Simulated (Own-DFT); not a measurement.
# From a pressure shift to a lattice shift: C11b WSi2, 30 atoms (Si20W10)

No measurement is shown. These are fixed-geometry runs of a retired plane-wave code named Own-DFT, which no person has reviewed; spin and spin-orbit coupling are neglected.

Limits: forces on such cells failed a check on a denser k mesh; stress not checked against mesh or cutoff.

Each geometry was run with PBE and with PBEsol, otherwise alike: PseudoDojo norm-conserving scalar-relativistic files made for PBE; cutoff 50 hartree; 5 x 5 x 5 k mesh centred on Gamma; cold (Marzari-Vanderbilt) smearing of 0.2 eV. Unstrained cell vectors in Å: (-2.148, -5.953, 3.409); (-6.444, 2.976, 1.136); (-2.553, -2.948, -6.757). Each has a uniform strain, of which the change of volume is shown, and random moves of rms u per axis.

| run | volume change (%) | u (Å) | P with PBE (GPa) | P with PBEsol (GPa) |
|---|---|---|---|---|
| 1 | 1.13 | 0.0487 | 4.04 | 0.00 |
| 2 | 0.02 | 0.0543 | 6.50 | 2.41 |
| 3 | 0.00 | 0.0522 | 6.59 | 2.51 |
| 4 | 1.32 | 0.0525 | 3.40 | -0.62 |
| 5 | 0.83 | 0.0473 | 4.75 | 0.70 |
| 6 | -1.86 | 0.0494 | 11.38 | 7.19 |
| 7 | 0.13 | 0.0515 | 6.94 | 2.86 |
| 8 | 0.92 | 0.0513 | 4.57 | 0.50 |
| 9 | -1.47 | 0.0527 | 11.25 | 7.09 |
| 10 | -1.71 | 0.0482 | 10.38 | 6.20 |
| 11 | -1.12 | 0.0515 | 9.59 | ? |

Q: by how much does PBEsol shrink this cell, and what belongs in the blank?

## Solution

Write v for the change of volume as a fraction. Fitted to v and u², the PBE pressure has a slope of -249 ± 12 GPa in v, with the ions held to the strained lattice. The difference PBEsol less PBE is -4.09 + 4.9 v GPa (slope ± 0.3) and averages -4.10 GPa. Divided by the mean slope of the two, 246 GPa, that makes PBEsol's volume at a given pressure, near 5 GPa, about 1.7 % smaller, or 0.55 % in lengths. At one volume PBEsol's slope is the smaller by 5 GPa, but its pressure there is lower too. If stiffness rises by about 4 GPa for each GPa, PBEsol at equal pressure is stiffer by about 11 GPa. Files made for PBEsol would give a different shift.

For run 11 the line gives 5.45 GPa. The hidden result is 5.44 GPa.
